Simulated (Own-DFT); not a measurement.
# Biaxial strain at fixed height in grey tin, 32 atoms (Sn32)

Source: density functional calculations with Own-DFT, an unreviewed in-house program that is no longer used. Nothing was measured or relaxed, and spin and spin-orbit coupling are left out.

Method: PBE; PseudoDojo norm-conserving scalar-relativistic files; cutoff 42 hartree; 3 x 3 x 5 k mesh centred on Gamma; cold (Marzari-Vanderbilt) smearing of 0.2 eV.

Limits: forces on such cells failed a check on a denser k mesh; stress not checked against mesh or cutoff.

Unstrained cell vectors in Å: (12.978, 0.000, 0.000); (0.000, 12.978, 0.000); (0.000, 0.000, 6.489). The unstrained cell has measured lattice constants (interpolated for alloys), not those of this functional. That, the random moves and any unrelaxed bonds set the pressure at no strain. Each run strains x and y alike by e, as a substrate would, and holds the height along z. Each coordinate of each atom was shifted by a normal deviate of width 0.05 Å. Stress is positive in tension.

```
e (%)  u (Å)  (s_xx + s_yy)/2 (GPa)  s_zz (GPa)
-2.50  0.049                  -6.83       -6.06
-2.00  0.045                  -6.08       -5.42
-1.50  0.048                  -5.39       -5.02
-1.00  0.050                  -4.81       -4.46
-0.50  0.052                      ?           ?
 0.25  0.050                  -3.34       -3.49
 1.75  0.042                  -1.67       -2.17
 2.25  0.054                  -1.27       -1.89
 2.50  0.047                  -1.03       -1.77
 3.00  0.058                  -0.79       -1.59
```

## Working it out

With e as a fraction, the in-plane stress is -3.5 + 115 e - 654 e² GPa (errors 1 and 93, scatter 0.07), and s_zz is -3.6 + 85 e - 523 e² GPa (slope ± 2, scatter 0.08). At e = 0 the first slope is C11 + C12 and the second 2 C12, both with the ions held to the strained lattice and at the cell's own pressure. The term in e² is negative: the layer stiffens under compression and softens under tension. A free layer would change its height as e changes, and the in-plane slope would drop by 2 C12²/C11 to the biaxial modulus. At fixed height, a misfit of 1 % moves the in-plane stress by about 1.1 GPa and s_zz by 0.8 GPa.

## The run left out

The question: what are the two stresses at e = -0.50 %?

The fit gives -4.1 and -4.0 GPa. Computed: -4.24 and -4.11 GPa.
